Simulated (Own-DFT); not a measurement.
# Cleaving wurtzite GaN, m plane (10-10)

Everything here is calculated. The program is Own-DFT (plane waves, in-house, since retired, never reviewed by a person); positions were held fixed, and spin and spin-orbit coupling were off.

Limits (not all hold for every row): k mesh not checked against a denser one; forces on such cells passed a denser k mesh, each cell not checked.

Both sets of runs: PBE; PseudoDojo norm-conserving scalar-relativistic files (stringent for Ga); cutoff 96 hartree; Gaussian smearing of 0.01 eV. The slab has 64 atoms in 16 layers, two equal faces of 33.07 Å² as cut, 15 Å of vacuum, a dipole correction along the normal and a 6 x 6 x 1 mesh. The bulk cell has 96 atoms, the same measured lattice constants and a 3 x 4 x 3 mesh. In the slab only the 16 atoms nearest the faces were moved at random; u is their rms move along one axis. Energies are counted from -3520.29 eV for each atom.

```
slab run,u (Å),E (eV, cell)
1,0.0403,8.218
2,0.0470,8.403
3,0.0483,9.022
4,0.0511,8.781
5,0.0538,9.321
6,0.0605,9.301
7,0.0860,10.733
8,0.0865,10.058
9,0.0982,11.965
10,0.1045,13.584
11,0.1092,11.746
12,0.1119,12.492
```

| bulk run | u (Å) | E (meV/atom) |
|---|---|---|
| 1 | 0.0187 | -0.21 |
| 2 | 0.0203 | 1.50 |
| 3 | 0.0208 | 2.94 |
| 4 | 0.0462 | 50.08 |
| 5 | 0.0467 | 52.80 |
| 6 | 0.0477 | 56.59 |
| 7 | 0.0490 | 53.47 |
| 8 | 0.0512 | 60.43 |
| 9 | 0.0515 | 63.30 |
| 10 | 0.0548 | 78.43 |

The question: what is the energy of the unrelaxed surface?

## Answer

Take each set to u = 0 with E = a + b u². Rows are weighted down as u grows, with residuals divided by u² + 0.0006 Å². Slab: a = 7.71 ± 0.17 eV. Bulk: a = -9.8 ± 0.6 meV/atom. The excess is 7.71 - 64 x (-0.0098) = 8.33 ± 0.17 eV. Over two faces that is 126 meV/Å², or 2.02 ± 0.04 J/m². Relaxing the faces would lower the energy, and the unlike meshes and the reach from the smallest u down to zero add errors that aren't counted here.
